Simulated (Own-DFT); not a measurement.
# Misfit strain and the stress it brings: wurtzite AlGaN with randomly placed atoms, 96 atoms (Al12Ga36N48)

Source: density functional calculations with Own-DFT, an unreviewed in-house program that is no longer used. Nothing was measured or relaxed, and spin and spin-orbit coupling are left out.

Method: PBE; PseudoDojo norm-conserving scalar-relativistic files (stringent for Ga); cutoff 96 hartree; 3 x 4 x 3 k mesh centred on Gamma; Gaussian smearing of 0.01 eV.

Known weak points: k mesh not checked against a denser one; stress not checked against mesh or cutoff.

Unstrained cell vectors in Å: (12.679, 0.000, 0.000); (-4.755, 8.235, 0.000); (0.000, 0.000, 10.268). The unstrained cell has measured lattice constants (interpolated for alloys), not those of this functional. That, the random moves and any unrelaxed bonds set the pressure at no strain. Each run strains x and y alike by e, as a substrate would, and holds the height along z. Each atom got a random Gaussian move of width 0.05 Å along each axis. The random placing of the alloy's atoms differs from row to row. Stress is positive in tension.

```
e (%),u (Å),(s_xx + s_yy)/2 (GPa),s_zz (GPa)
-2.50,0.048,-22.50,-11.87
-2.25,0.049,-20.16,-10.91
-2.00,0.047,-18.08,-10.47
-1.50,0.049,?,?
0.50,0.046,-3.79,-6.68
1.00,0.051,-2.18,-5.14
1.25,0.050,-0.06,-6.87
1.75,0.052,1.40,-3.98
2.00,0.054,2.63,-5.22
2.25,0.050,3.83,-4.22
```

## Worked fit

With e as a fraction, the in-plane stress is -6.5 + 530 e - 3667 e² GPa (errors 9 and 839, scatter 0.44), and s_zz is -7.6 + 153 e GPa (slope ± 14, scatter 0.75). At e = 0 the first slope is C11 + C12 and the second 2 C13, both with the ions held to the strained lattice and at the cell's own pressure. The term in e² is negative: the layer stiffens under compression and softens under tension. A free layer would change its height as e changes, and the in-plane slope would drop by 2 C13²/C33 to the biaxial modulus. At fixed height, a misfit of 1 % moves the in-plane stress by about 5.3 GPa and s_zz by 1.5 GPa.

## Prediction

Q: what are the two stresses at e = -1.50 %?

From the fit: -15.3 and -9.9 GPa. The calculation gave -15.48 and -10.03 GPa.
